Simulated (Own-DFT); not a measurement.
# A layer strained by its substrate: wurtzite AlN, 72 atoms (Al36N36)

No measurement is shown. These are fixed-geometry runs of a retired plane-wave code named Own-DFT, which no person has reviewed; spin and spin-orbit coupling are neglected.

Method: PBE; PseudoDojo norm-conserving scalar-relativistic files; cutoff 42 hartree; 3 x 3 x 2 k mesh centred on Gamma; Fermi-Dirac smearing of 0.1 eV.

Known weak points: forces on such cells moved up to 12 meV/angstrom on a denser k mesh; stress not checked against mesh or cutoff.

Unstrained cell vectors in Å: (9.336, 0.000, 0.000); (-4.668, 8.085, 0.000); (0.000, 0.000, 9.964). The unstrained cell has measured lattice constants (interpolated for alloys), not those of this functional. That, the random moves and any unrelaxed bonds set the pressure at no strain. Each run strains x and y alike by e, as a substrate would, and holds the height along z. Each atom got a random Gaussian move of width 0.05 Å along each axis. Stress is positive in tension.

```
e (%),u (Å),(s_xx + s_yy)/2 (GPa),s_zz (GPa)
-2.75,0.049,-24.76,-9.60
-2.50,0.052,-23.19,-8.81
-2.25,0.051,-21.71,-7.61
-2.00,0.054,?,?
-1.75,0.053,-17.62,-7.23
-1.00,0.048,-12.56,-4.96
-0.25,0.050,-7.84,-4.56
1.50,0.046,2.75,-3.63
2.75,0.048,8.38,-1.23
3.00,0.051,8.51,0.83
```

## Working it out

With e as a fraction, the in-plane stress is -6.1 + 603 e - 3300 e² GPa (errors 7 and 481, scatter 0.42), and s_zz is -4.7 + 150 e GPa (slope ± 14, scatter 0.90). At e = 0 the first slope is C11 + C12 and the second 2 C13, both with the ions held to the strained lattice and at the cell's own pressure. The term in e² is negative: the layer stiffens under compression and softens under tension. A free layer would change its height as e changes, and the in-plane slope would drop by 2 C13²/C33 to the biaxial modulus. At fixed height, a misfit of 1 % moves the in-plane stress by about 6.0 GPa and s_zz by 1.5 GPa.

## The run left out

Asked: what are the two stresses at e = -2.00 %?

The fit gives -19.5 and -7.7 GPa. The run itself gave -18.06 and -8.86 GPa. The miss is larger than the scatter suggests: chance, or a term that the fit lacks.
